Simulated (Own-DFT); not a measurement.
# Which defects push the lattice out? zincblende GaAs

Calculated, not measured: single-point runs of Own-DFT, a retired in-house plane-wave DFT program that no person has reviewed, on unrelaxed cells, without spin or spin-orbit coupling.

All runs used: PBE; PseudoDojo norm-conserving scalar-relativistic files; cutoff 42 hartree; 3 x 3 x 3 k mesh centred on Gamma; Fermi-Dirac smearing of 0.1 eV.

Keep in mind (not all hold for every row): not probed for a lower state with spin; forces not confirmed at this smearing and k mesh; stress not checked against mesh or cutoff.

All runs share one cell, with vectors in Å (11.737, 0.000, 0.000); (0.000, 11.737, 0.000); (0.000, 0.000, 10.833) and a volume of 1492.4 Å³, strained against the parent crystal. The atoms are randomly displaced, by u rms on each axis. The defect's site can differ from row to row.

```
                             cell     formula   u (Å)  P (GPa)
                        no defect    As32Ga32  0.0330     1.30
                        no defect    As32Ga32  0.0509     1.57
                        no defect    As32Ga32  0.0534     1.59
one As vacancy and one Ga vacancy    As31Ga31  0.0284        ?
one As vacancy and one Ga vacancy    As31Ga31  0.0306     0.89
one As vacancy and one Ga vacancy    As31Ga31  0.0487     1.21
one As vacancy and one Ga vacancy    As31Ga31  0.0525     1.30
              one Al on a Ga site  AlAs32Ga31  0.0290     1.24
              one Al on a Ga site  AlAs32Ga31  0.0298     1.24
              one Al on a Ga site  AlAs32Ga31  0.0503     1.49
```

## What the rows give

P = P0 + c u² + a shift for each defect gives P0 = 1.09 GPa, c = 184 ± 14 GPa/Å² and a scatter of 0.03 GPa. The shifts, and each times the cell's volume:

- one Al on a Ga site: -0.03 ± 0.03 GPa, -0.2 eV (not resolved)
- one As vacancy and one Ga vacancy: -0.33 ± 0.03 GPa, -3.0 eV

Positive is outwards. The product with the volume (160.2 GPa Å³ to the eV) is nearly free of the cell's size; divided by the bulk modulus at the cell's pressure it gives the volume that the defect adds. The atoms around the defects weren't relaxed, which would change these numbers.

## Check

The question: what pressure belongs in the blank (one As vacancy and one Ga vacancy, u = 0.0284 Å)?

The fitted form gives 0.91 ± 0.04 GPa. The run itself gave 0.95 GPa.
